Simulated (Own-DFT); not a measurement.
# Misfit strain and the stress it brings: diamond-structure SiGeSn with randomly placed atoms, 64 atoms (Ge40Si16Sn8)

Source: density functional calculations with Own-DFT, an unreviewed in-house program that is no longer used. Nothing was measured or relaxed, and spin and spin-orbit coupling are left out.

All runs used: PBE; PseudoDojo norm-conserving scalar-relativistic files; cutoff 49 hartree; 3 x 3 x 3 k mesh centred on Gamma; Fermi-Dirac smearing of 0.1 eV.

Known weak points: forces on such cells moved up to 12 meV/angstrom on a denser k mesh; stress not checked against mesh or cutoff.

Unstrained cell vectors in Å: (11.410, 0.000, 0.000); (0.000, 11.410, 0.000); (0.000, 0.000, 11.410). The unstrained cell has measured lattice constants (interpolated for alloys), not those of this functional. That, the random moves and any unrelaxed bonds set the pressure at no strain. Each run strains x and y alike by e, as a substrate would, and holds the height along z. All atoms carry random offsets, Gaussian with a width of 0.05 Å per axis. The random placing of the alloy's atoms differs from row to row. Stress is positive in tension.

```
e (%),u (Å),(s_xx + s_yy)/2 (GPa),s_zz (GPa)
-3.00,0.051,-11.01,-8.73
-0.75,0.046,-5.94,-5.69
-0.25,0.053,-5.20,-5.15
0.25,0.052,-4.28,-4.61
0.50,0.049,-3.81,-4.12
0.75,0.048,-3.32,-3.87
1.25,0.054,-2.54,-3.29
2.00,0.051,?,?
2.25,0.053,-1.18,-2.43
2.50,0.051,-0.60,-2.00
```

## Analysis

With e as a fraction, the in-plane stress is -4.7 + 182 e - 956 e² GPa (errors 2 and 111, scatter 0.10), and s_zz is -4.8 + 119 e - 407 e² GPa (slope ± 2, scatter 0.09). At e = 0 the first slope is C11 + C12 and the second 2 C12, both with the ions held to the strained lattice and at the cell's own pressure. The term in e² is negative: the layer stiffens under compression and softens under tension. A free layer would change its height as e changes, and the in-plane slope would drop by 2 C12²/C11 to the biaxial modulus. At fixed height, a misfit of 1 % moves the in-plane stress by about 1.8 GPa and s_zz by 1.2 GPa.

## Withheld run

Question: what are the two stresses at e = 2.00 %?

Estimate: -1.4 and -2.6 GPa. Computed: -1.20 and -2.42 GPa.
